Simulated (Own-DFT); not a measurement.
Simulation results for AlGa₃N₄ (wurtzite random alloy, strained, atoms displaced)

A calculation, not a measurement: plane-wave PBE density functional theory by an unreviewed code, no spin, of a simulated periodic cell, stress positive in tension, free energy of the whole cell less one offset for each atom, forces on such cells passed a denser k mesh, this cell's mesh not checked; offsets are fitted by least squares, one for each functional and potential file, so energies compare only between cells with the same atoms and settings and are not formation energies; the far tail of each file's local potential was reset to the Coulomb form; each entry is a single point on an unrelaxed cell, so the pressure reflects the starting lattice, mostly measured values, from which strain is counted, and rises with the displacements; printed positions are rounded, which can move forces by about a meV/angstrom; the program is a retired in-house code; no spin-orbit coupling. Program: Own-DFT development build.

Common to all runs: functional PBE; potential files PseudoDojo norm-conserving, scalar-relativistic, standard set with the stringent files for Ga; wave cutoff 96 hartree; occupations Gaussian; smearing width 0.01 eV; k mesh 4 x 4 x 3 centred on Gamma.

(1) AlGa₃N₄ (wurtzite random alloy, strained, atoms displaced)

```
AlGa3N4
1.0
      9.5092     0.0000    -0.0475
     -4.7546     8.2353     0.0238
     -0.0513     0.0000    10.2685
Ga Al N Ga N Ga N Al Ga N Ga Al N Ga N Ga Al N Ga N Al Ga N Ga N Ga N Ga Al N Ga Al N Ga N Ga N Al Ga N Ga N Ga Al N
1 1 2 2 2 2 2 1 1 2 1 1 2 2 2 1 1 2 2 2 1 1 2 2 2 2 2 1 1 2 1 1 2 2 2 2 2 1 1 2 2 2 1 1 2
Direct
  0.11029 0.21849 0.00682
  0.21827 0.11471 0.24123
  0.10655 0.21399 0.19664
  0.20775 0.10760 0.43458
  0.10833 0.22763 0.49750
  0.21816 0.12041 0.74600
  0.10768 0.22162 0.68190
  0.21901 0.11159 0.94860
  0.10988 0.56459 0.99083
  0.22467 0.45040 0.24964
  0.11209 0.55720 0.18534
  0.21755 0.44032 0.44130
  0.09925 0.55439 0.49773
  0.21943 0.43633 0.74541
  0.11284 0.55205 0.69538
  0.21447 0.44266 0.94607
  0.11323 0.87883 0.00927
  0.22440 0.77486 0.25210
  0.11167 0.88217 0.18917
  0.21909 0.78199 0.44635
  0.10470 0.88724 0.50334
  0.22363 0.79328 0.75103
  0.10851 0.89068 0.69558
  0.22363 0.78072 0.92957
  0.43537 0.21076 0.00411
  0.55390 0.11037 0.24687
  0.44342 0.22144 0.19257
  0.55473 0.10755 0.44088
  0.44423 0.21343 0.49670
  0.55087 0.11522 0.74656
  0.44170 0.22323 0.69361
  0.55171 0.10017 0.93257
  0.45186 0.55938 0.99828
  0.54380 0.44705 0.24196
  0.43761 0.55142 0.18636
  0.54938 0.44457 0.43353
  0.45301 0.55431 0.50127
  0.55787 0.43987 0.75196
  0.44138 0.55091 0.68691
  0.55663 0.44496 0.93820
  0.44227 0.88882 0.00051
  0.56778 0.78624 0.24764
  0.43547 0.88535 0.18795
  0.54886 0.77565 0.44533
  0.44600 0.88594 0.48945
  0.55996 0.78239 0.74528
  0.45040 0.89639 0.68611
  0.56001 0.78949 0.94624
  0.78023 0.22644 0.00251
  0.88527 0.11551 0.24661
  0.78124 0.23040 0.19106
  0.89049 0.11300 0.43289
  0.76373 0.21850 0.49718
  0.88570 0.11043 0.75230
  0.78386 0.22756 0.69542
  0.90558 0.11492 0.94569
  0.77989 0.56244 0.00208
  0.88811 0.44510 0.24895
  0.76545 0.53660 0.19091
  0.88611 0.43532 0.44073
  0.77579 0.55504 0.50080
  0.89227 0.45915 0.75005
  0.78484 0.55552 0.69694
  0.88845 0.44585 0.95043
  0.77793 0.89018 0.99568
  0.88301 0.77579 0.25193
  0.78515 0.89252 0.19631
  0.89295 0.77868 0.43264
  0.78543 0.88750 0.49545
  0.88764 0.78378 0.75792
  0.76708 0.88603 0.69550
  0.88824 0.77541 0.94795
```

* free energy of cell above offsets: -9.068 eV
* pressure: 6.9 GPa
* stress xx: -9.4 GPa
* stress yy: -6.31 GPa
* stress zz: -5 GPa
* stress yz: 0.55 GPa
* stress xz: -1.67 GPa
* stress xy: 0.96 GPa

Force:
```
element  x (eV/Å)  y (eV/Å)  z (eV/Å)
     Ga      0.97       1.9     0.721
     Al     1.104     -1.46     1.626
      N    -1.087     0.911    -0.411
      N     1.752     0.121    -0.376
     Ga     0.246    -0.882    -0.605
     Ga     0.817    -0.955     1.313
      N    -0.652    -0.561     0.806
      N     0.349    -1.112    -1.423
     Ga     1.225    -1.093     0.927
     Ga    -0.715    -1.183     0.449
      N    -0.356     0.977     0.681
      N    -0.615     2.449    -0.322
     Al     2.077     0.086     1.144
     Ga    -0.304     1.093     1.389
      N    -0.829     1.399    -1.693
      N     1.934     0.707    -0.833
     Ga    -0.797     1.152      -1.3
     Al    -1.091    -0.238     0.468
      N     0.122     0.568     1.623
      N     0.252    -1.596    -1.606
     Ga     0.706     1.152    -0.012
     Ga     2.133    -1.582    -1.653
      N    -2.146     0.343    -0.558
      N     0.031     0.268     1.778
     Ga     1.156     1.145    -0.624
     Al    -0.033     0.298     0.189
      N    -0.238    -1.126     0.239
      N    -1.008    -0.396    -2.346
     Ga    -2.272     0.707     0.089
     Ga     1.702    -0.441     0.247
      N    -0.373    -0.091    -1.414
      N    -0.188     1.801     1.348
     Al    -1.477    -0.403    -0.375
     Ga     1.808    -1.032     1.093
      N    -0.012     2.003    -1.237
      N     2.438    -0.377     0.647
     Ga    -2.279    -0.247     0.076
     Ga    -0.648     0.955     0.026
      N     0.799     1.311     1.121
      N    -0.698     -0.05     0.874
     Ga    -0.143    -0.276    -0.174
     Ga    -1.476    -1.192     0.507
      N     0.779     1.043     1.104
      N     2.318    -0.175    -1.651
     Ga     -1.37     0.036     2.238
     Al    -2.288     -1.14     0.835
      N     0.113    -1.085    -0.045
      N     0.339    -2.421    -1.705
     Ga     0.082    -0.774     -0.69
     Al     1.003    -0.002      0.68
      N    -0.467    -2.684       0.2
      N     -1.36    -0.662     0.054
     Ga     3.023     0.129     1.542
     Ga     0.198     0.546     0.226
      N    -1.221     0.138     -0.81
      N    -3.162    -1.105    -1.143
     Ga    -0.026    -1.969     0.554
     Ga     0.735     0.579     0.416
      N    -0.772     2.451     -0.08
      N    -1.401     1.924     0.152
     Al     0.147    -0.413    -0.345
     Ga     2.949     -2.51      1.51
      N    -3.074     2.583    -2.366
      N    -0.771     0.307    -1.621
     Ga     0.599     0.657     1.155
     Ga     1.675    -0.935    -1.303
      N    -0.949     1.005    -1.236
      N    -0.673    -2.039     1.965
     Ga    -1.468     0.888      0.58
     Al     0.272    -0.488    -0.122
      N     2.537    -0.079    -0.697
      N     0.049     1.137    -1.815
```

(2) AlGa₃N₄ (wurtzite random alloy, strained, atoms displaced)

```
AlGa3N4
1.0
      9.5092     0.0000    -0.0475
     -4.7546     8.2353     0.0238
     -0.0513     0.0000    10.2685
Ga N Ga N Ga Al N Ga N Ga N Al Ga N Ga N Ga Al N Al Ga N Al Ga N Ga N Ga N Al N Ga N Al Ga N Ga Al N Ga N Ga N
2 2 2 2 1 1 2 2 2 2 2 1 1 2 2 2 1 1 2 1 1 2 1 1 2 2 2 2 2 2 2 2 2 1 1 2 1 1 2 2 2 2 2
Direct
  0.09986 0.21192 0.99809
  0.21630 0.10070 0.25260
  0.10519 0.22746 0.18534
  0.21637 0.10926 0.43674
  0.11263 0.22087 0.50100
  0.22557 0.11389 0.75354
  0.10489 0.21326 0.69038
  0.20985 0.10340 0.93718
  0.09101 0.54455 0.00182
  0.21935 0.44665 0.24842
  0.11018 0.55554 0.19796
  0.21892 0.44737 0.44482
  0.11143 0.55779 0.49428
  0.22246 0.44567 0.75582
  0.12311 0.57230 0.69156
  0.22041 0.44865 0.93461
  0.11495 0.88457 0.99850
  0.22772 0.78561 0.24967
  0.10813 0.88479 0.18677
  0.21595 0.77083 0.43400
  0.10602 0.88436 0.50896
  0.20613 0.76538 0.75242
  0.11415 0.88883 0.69390
  0.22891 0.78087 0.94290
  0.45754 0.22495 0.00025
  0.55388 0.09672 0.25453
  0.43541 0.21401 0.18774
  0.55033 0.11656 0.43449
  0.44040 0.21790 0.50763
  0.56181 0.11646 0.74542
  0.44076 0.21592 0.68483
  0.56007 0.12261 0.94377
  0.44588 0.54997 0.99794
  0.54693 0.44529 0.25110
  0.44021 0.54223 0.18970
  0.54744 0.44388 0.44213
  0.44335 0.55524 0.50475
  0.54667 0.43985 0.74967
  0.44387 0.55025 0.69027
  0.55021 0.44140 0.95114
  0.44517 0.89073 0.00126
  0.57284 0.79414 0.24612
  0.44749 0.88457 0.18796
  0.55327 0.78246 0.43919
  0.44283 0.88790 0.50402
  0.54749 0.77590 0.74897
  0.44328 0.89522 0.68626
  0.55402 0.77853 0.93682
  0.77972 0.22949 0.00553
  0.89277 0.11343 0.25187
  0.78269 0.21277 0.18803
  0.89546 0.10490 0.44241
  0.78018 0.22820 0.50181
  0.89729 0.11470 0.74753
  0.78359 0.22858 0.69555
  0.88376 0.11051 0.94017
  0.77957 0.56072 0.99120
  0.88958 0.44936 0.24322
  0.78271 0.56297 0.18216
  0.88746 0.45457 0.43438
  0.76580 0.55195 0.50124
  0.89024 0.44743 0.75098
  0.78713 0.55408 0.68909
  0.87454 0.42493 0.94232
  0.78373 0.88960 0.00370
  0.88620 0.76686 0.25165
  0.78441 0.88469 0.18713
  0.88389 0.77357 0.44615
  0.77131 0.88536 0.49169
  0.88741 0.77413 0.75058
  0.77559 0.88357 0.68854
  0.91037 0.78799 0.93869
```

- free energy of cell above offsets: -9.179 eV
- pressure: 7.1 GPa
- stress xx: -7.66 GPa
- stress yy: -6.6 GPa
- stress zz: -7.03 GPa
- stress yz: -0.45 GPa
- stress xz: -1.15 GPa
- stress xy: 1.1 GPa

Force:
```
element  x (eV/Å)  y (eV/Å)  z (eV/Å)
     Ga     0.843     1.293     0.293
     Ga     -0.52      1.29    -0.931
      N     0.462    -0.274     1.261
      N     0.819    -1.295     1.352
     Ga     0.007      0.54     0.163
     Ga    -0.414    -0.968     0.084
      N     1.402     2.002    -0.516
      N     1.512     1.177     0.473
     Ga     2.332     1.339     0.517
     Al     0.782    -0.484      0.46
      N     0.663      0.26    -1.408
      N     1.579    -0.221    -1.159
     Ga    -0.643    -0.379     0.878
     Ga    -0.393    -0.399    -1.502
      N    -0.885     -5.58    -1.352
      N     0.551    -0.316     2.057
     Ga     1.198      1.57     0.884
     Ga    -0.142    -0.981    -0.144
      N     0.004    -0.083     0.298
      N    -0.548     2.293     1.191
     Al     0.187     0.163    -1.048
     Ga     1.324     4.582     1.563
      N     -0.77     0.212     -1.35
      N    -0.655    -1.508    -0.374
     Ga    -3.109    -0.743     1.292
     Ga    -0.729     2.308    -1.241
      N     1.124     0.281     0.619
      N     1.276    -0.653     1.579
     Ga     -0.73     0.327    -2.611
     Al    -0.112    -0.636     1.137
      N     0.936     0.543     2.201
      N     2.225    -1.593    -2.051
     Al    -1.852     0.868     0.896
     Ga     2.273    -1.665     0.192
      N    -2.605     2.287    -1.285
      N    -0.534     0.015      0.23
     Al     -0.69     0.207    -0.894
     Ga     1.687    -0.032     0.738
      N    -0.774     0.555    -0.895
      N     1.121     1.679     -2.09
     Ga     0.687     0.431    -0.573
     Ga    -0.776    -2.738     0.644
      N    -0.393    -0.092    -0.096
      N     0.018    -1.605     -0.36
     Ga    -0.804     0.338    -0.897
     Ga     0.803     0.767    -0.001
      N      0.03     0.291     1.347
      N     0.774    -1.068     0.923
     Al     0.402    -3.696     0.203
     Al     0.792    -0.361     0.101
      N    -1.093     0.632     0.173
      N    -1.974     0.995    -1.504
     Ga     0.267    -0.173    -0.532
     Ga    -1.687    -1.826     0.944
      N     -0.68     0.192    -0.702
      N    -1.132     0.112    -0.224
     Al    -0.016    -0.174     0.976
     Ga     -0.39      -1.1     0.927
      N      -0.7    -2.091    -1.084
      N     0.153    -1.217     0.439
     Ga     0.912     0.171    -0.102
     Al     1.073    -0.454      0.03
      N    -1.275    -0.716      0.92
      N    -1.123     3.671    -1.692
     Ga    -0.339    -0.105    -1.495
     Ga     0.482     1.496     0.896
      N     0.045     1.618     0.989
      N     0.891     0.476    -0.738
     Ga     0.767     0.125     1.858
     Ga    -0.136     0.943    -0.292
      N    -0.504     0.276    -0.142
      N    -3.272      -3.1    -0.441
```

(3) AlGa₃N₄ (wurtzite random alloy, strained, atoms displaced)

```
AlGa3N4
1.0
      9.5092     0.0000    -0.0475
     -4.7546     8.2353     0.0238
     -0.0513     0.0000    10.2685
Ga N Ga Al N Al N Ga N Ga Al N Al Ga N Ga N Ga N Ga N Ga Al N Ga N Ga N Ga N Al Ga N Al Ga N Ga N Ga Al N Ga N
2 2 1 1 2 2 2 2 2 1 1 2 1 1 2 2 2 2 2 2 2 1 1 2 2 2 2 2 2 2 1 1 2 1 1 2 2 2 1 1 2 2 2
Direct
  0.11416 0.21742 0.99851
  0.21211 0.10684 0.24267
  0.11053 0.22623 0.17963
  0.21113 0.10892 0.44054
  0.11285 0.22464 0.49872
  0.21872 0.10598 0.74239
  0.10417 0.21730 0.69412
  0.22363 0.10004 0.93498
  0.10461 0.55288 0.00281
  0.22025 0.43544 0.24822
  0.12404 0.55353 0.19254
  0.22720 0.44246 0.44212
  0.11048 0.55682 0.50444
  0.21796 0.44024 0.74392
  0.11316 0.56195 0.69113
  0.21207 0.44185 0.94803
  0.11099 0.88725 0.99762
  0.22144 0.77233 0.24568
  0.11087 0.88857 0.20086
  0.20809 0.78020 0.43943
  0.09486 0.88259 0.50267
  0.21280 0.77260 0.75137
  0.10873 0.89110 0.69014
  0.21687 0.78466 0.93236
  0.44707 0.22717 0.99409
  0.55427 0.11595 0.24476
  0.44240 0.21809 0.18995
  0.55138 0.11429 0.43450
  0.44516 0.21955 0.50322
  0.55711 0.11028 0.75126
  0.43484 0.22383 0.68746
  0.56191 0.12205 0.93318
  0.44079 0.55439 0.00148
  0.56258 0.45683 0.24683
  0.43625 0.55694 0.19723
  0.54979 0.43684 0.44211
  0.45346 0.56305 0.50765
  0.56209 0.45135 0.75412
  0.44653 0.55817 0.69194
  0.56007 0.44715 0.94357
  0.44230 0.88344 0.00818
  0.56181 0.78028 0.23921
  0.43843 0.88938 0.18507
  0.54956 0.78287 0.43759
  0.44199 0.88877 0.49920
  0.55507 0.78446 0.75390
  0.45090 0.88858 0.68855
  0.56008 0.77238 0.94317
  0.78968 0.22448 0.99120
  0.88836 0.10931 0.24319
  0.77216 0.21342 0.19320
  0.89195 0.09883 0.42963
  0.77284 0.22503 0.49640
  0.88860 0.11465 0.75365
  0.77924 0.21167 0.69112
  0.87954 0.10897 0.94201
  0.77771 0.55343 0.99635
  0.88271 0.44080 0.24323
  0.78434 0.56039 0.20044
  0.89045 0.44623 0.44062
  0.77760 0.55220 0.50307
  0.88988 0.45055 0.75043
  0.77809 0.56388 0.69140
  0.88796 0.44473 0.93248
  0.77469 0.88219 0.00056
  0.88319 0.76586 0.25048
  0.77345 0.88578 0.18851
  0.89976 0.78637 0.43941
  0.78567 0.88860 0.49653
  0.88133 0.77208 0.75220
  0.79544 0.90231 0.68570
  0.89251 0.77623 0.93976
```

- free energy of cell above offsets: -9.261 eV
- pressure: 6.99 GPa
- stress xx: -7.24 GPa
- stress yy: -7.8 GPa
- stress zz: -5.92 GPa
- stress yz: -0.55 GPa
- stress xz: -0.82 GPa
- stress xy: 1.12 GPa

Force:
```
element  x (eV/Å)  y (eV/Å)  z (eV/Å)
     Ga    -0.254    -0.291    -1.255
     Ga     0.926     0.896       1.8
      N     0.081    -0.259     1.289
      N     1.539    -0.881    -0.133
     Ga    -0.526    -0.558     0.426
     Al    -0.365     0.416     0.799
      N     1.302     0.432    -0.336
      N    -0.972     1.753     -0.85
     Al     0.699     0.709    -0.176
     Al    -0.007     0.608     1.319
      N    -1.976     0.198     -1.15
      N    -0.831     0.841    -0.912
     Ga     0.736     0.307    -1.275
     Ga     0.343     0.286     1.169
      N    -0.107    -1.529    -0.132
      N     0.339      0.65    -1.357
     Ga    -0.283     0.284     1.563
     Al    -0.545     0.603      1.56
      N    -0.359    -2.198     -1.85
      N     1.163    -0.093    -0.533
     Al     3.026     2.313     0.345
     Ga     0.807     2.016    -0.877
      N    -0.082    -0.452    -0.759
      N     1.986    -2.284     1.921
     Ga      0.14    -1.249     0.993
     Ga     -0.01    -1.048      0.75
      N    -1.212     1.674    -1.031
      N     1.491    -0.115     0.648
     Ga    -1.663    -0.512    -0.845
     Ga    -0.732      0.08    -0.831
      N     1.081     0.823     1.472
      N      0.44    -1.172     1.393
     Ga    -0.371    -0.694     0.396
     Ga    -0.936    -2.086     1.151
      N     0.919    -0.597    -1.269
      N     0.553     1.686    -0.492
     Ga    -0.503    -0.411    -1.401
     Al    -1.083    -1.013    -0.555
      N     0.658    -0.205      1.21
      N     0.032      0.92    -0.997
     Ga    -0.382     1.009    -2.658
     Ga    -2.125     -0.14     2.203
      N     0.128    -0.411     1.653
      N     1.772    -0.511    -0.559
     Ga    -1.021     0.215    -0.214
     Ga     1.718    -0.452    -0.467
      N    -1.938     0.267     0.058
      N    -1.617     0.309    -0.426
     Ga     -2.92     0.282      1.66
     Ga      0.48    -0.134     0.814
      N     0.128     1.471    -1.571
      N    -1.903     2.417     0.696
     Al     1.219    -1.092     0.053
     Ga     1.178    -0.875     0.187
      N    -2.161     2.536    -2.002
      N     2.905    -1.343    -0.445
     Al     0.288     0.503     0.706
     Ga      2.03    -0.422     1.455
      N    -0.619    -0.643    -3.071
      N    -0.183    -1.268    -0.095
     Ga     -0.53     0.557    -0.826
     Ga      0.35    -1.105    -1.211
      N     -0.24    -2.304     -0.05
      N    -0.079     1.226     2.159
     Ga     0.873     0.875     0.046
     Al     0.446      3.33     0.993
      N     2.343    -0.428    -0.296
      N    -2.168    -3.024    -1.565
     Ga     -1.55    -0.127     0.399
     Ga     0.529     2.506     -0.01
      N    -1.411    -1.824     0.582
      N     -0.98    -1.248     0.608
```

(4) AlGa₃N₄ (wurtzite random alloy, strained, atoms displaced)

```
AlGa3N4
1.0
      9.5092     0.0000    -0.0475
     -4.7546     8.2353     0.0238
     -0.0513     0.0000    10.2685
Ga N Ga N Ga Al N Ga N Ga N Al N Ga N Al Ga N Ga N Al Ga N Ga Al N Ga N Ga N Ga N Ga Al N Ga N Ga Al N Ga Al N
2 2 2 2 1 1 2 2 2 2 2 2 2 2 2 1 1 2 2 2 1 1 2 1 1 2 2 2 2 2 2 2 1 1 2 2 2 1 1 2 1 1 2
Direct
  0.10253 0.21660 0.99635
  0.21652 0.10851 0.24800
  0.10102 0.21649 0.19177
  0.21805 0.11527 0.43487
  0.11396 0.23349 0.50121
  0.21982 0.11108 0.75027
  0.11326 0.22956 0.67523
  0.22509 0.10892 0.93166
  0.11166 0.56286 0.99828
  0.22859 0.44771 0.25101
  0.11241 0.55841 0.18464
  0.21558 0.44776 0.44211
  0.10354 0.55843 0.49840
  0.22861 0.44533 0.75357
  0.11559 0.55231 0.68745
  0.22374 0.44615 0.93791
  0.12378 0.88937 0.00151
  0.22194 0.78244 0.24926
  0.11608 0.89233 0.19236
  0.21413 0.78221 0.43159
  0.10641 0.86661 0.50742
  0.22271 0.79040 0.74812
  0.11485 0.89161 0.68933
  0.22358 0.78200 0.93697
  0.44332 0.22157 0.00062
  0.55237 0.10568 0.24683
  0.44443 0.21919 0.19249
  0.55993 0.11085 0.43763
  0.44567 0.22931 0.50361
  0.55647 0.11411 0.73917
  0.44124 0.22565 0.69534
  0.55094 0.10786 0.94615
  0.44624 0.56455 0.99833
  0.55182 0.44059 0.25575
  0.44102 0.55158 0.19088
  0.56076 0.44189 0.43470
  0.43775 0.54077 0.50051
  0.54646 0.44296 0.75261
  0.45293 0.56026 0.68208
  0.56338 0.45446 0.94438
  0.43369 0.88093 0.99135
  0.55564 0.77757 0.25752
  0.43617 0.88175 0.19130
  0.54827 0.77299 0.44306
  0.43976 0.88268 0.49396
  0.55004 0.76829 0.75256
  0.44199 0.89186 0.68607
  0.55135 0.77437 0.94248
  0.78527 0.22600 0.99378
  0.88577 0.11221 0.26316
  0.78408 0.22115 0.19184
  0.87953 0.10019 0.43733
  0.78739 0.22679 0.49701
  0.88566 0.10235 0.75479
  0.78461 0.22668 0.68881
  0.89552 0.11584 0.94511
  0.78784 0.55249 0.00417
  0.89064 0.44097 0.25181
  0.78695 0.56190 0.19252
  0.89948 0.44836 0.44116
  0.77071 0.55898 0.50127
  0.88408 0.44382 0.75172
  0.77224 0.56121 0.68558
  0.89523 0.44952 0.94873
  0.77605 0.89109 0.00290
  0.89495 0.78195 0.24408
  0.77821 0.89500 0.19128
  0.89039 0.77360 0.43693
  0.77276 0.87557 0.49380
  0.89348 0.76899 0.75329
  0.77623 0.87441 0.68390
  0.88228 0.77697 0.93777
```

* free energy of cell above offsets: -9.126 eV
* pressure: 6.86 GPa
* stress xx: -6.65 GPa
* stress yy: -6.5 GPa
* stress zz: -7.44 GPa
* stress yz: -0.58 GPa
* stress xz: -1.31 GPa
* stress xy: 0.15 GPa

Force:
```
element  x (eV/Å)  y (eV/Å)  z (eV/Å)
     Ga     2.711     1.528     1.795
     Ga     0.201     1.084     0.746
      N     0.808     1.732    -0.533
      N     1.417    -0.565     1.783
     Ga    -0.044    -2.142     -2.38
     Ga    -0.666     0.508    -1.197
      N     0.103    -0.959     4.114
      N    -0.924     0.216     1.422
     Ga      1.54     -0.52     0.523
     Al    -1.393    -0.758    -0.281
      N     0.257    -0.858     1.273
      N     1.618     1.017    -1.564
     Ga     2.329     0.962         1
     Ga    -0.589    -0.008    -1.086
      N      -1.3      1.93     0.962
      N    -0.234     -0.19     0.364
     Ga    -2.707     0.591     0.385
     Ga     0.256    -1.192    -0.331
      N     -1.39    -0.713    -1.269
      N     1.439     -0.74     1.317
     Al    -2.339     3.182    -0.963
     Al     1.707    -1.859     0.027
      N    -0.786    -1.321    -0.264
      N    -0.495    -1.188    -1.988
     Ga     0.162     0.987     0.362
     Ga     0.681     0.379     0.187
      N    -0.591     0.294    -0.709
      N    -1.287      0.61     0.917
     Al     0.055    -1.894    -0.917
     Ga     0.393    -0.061      1.32
      N     0.402    -0.125    -1.979
      N     1.015     0.418    -1.491
     Ga       0.7    -2.166     1.412
     Ga     0.778     0.334     -2.29
      N    -0.079     1.098     0.567
      N     -2.04    -0.423     2.161
     Al     -0.54      1.47    -0.749
     Ga     1.343     0.673     0.978
      N    -1.122    -1.279    -0.178
      N    -0.276    -0.985    -0.509
     Ga     1.828     1.535     1.904
     Al    -0.244    -0.186    -1.084
      N     1.751    -0.012    -0.554
      N     0.672    -1.825    -1.079
     Ga    -0.378     1.013      0.54
     Ga     0.312     1.842    -0.701
      N    -0.243    -0.946     0.529
      N     0.003     1.633    -1.027
     Ga    -1.247    -0.755     1.774
     Ga     0.588    -0.176    -2.524
      N    -1.445     1.092    -0.533
      N     0.667     0.604     2.481
     Ga    -0.687    -0.768     0.262
     Ga     0.359     0.013    -1.475
      N    -0.375    -0.717     0.341
      N     -1.79    -1.663    -1.912
     Ga    -2.341     1.161     0.612
     Al    -0.015     0.545    -0.307
      N     0.082    -0.579     0.615
      N    -2.963    -1.012    -1.653
     Ga      1.83    -0.376    -0.468
     Ga     0.714     0.784     -0.28
      N     1.031    -0.798     1.139
      N     0.013    -0.971    -2.297
     Ga     0.281    -0.349     0.343
     Al    -0.548    -0.132     0.611
      N     0.142    -1.824     0.655
      N     0.703      0.55    -0.843
     Ga    -0.085     1.027      0.92
     Al    -1.438     1.208    -0.132
      N     0.166      0.77     1.407
      N     1.544     0.241    -0.208
```
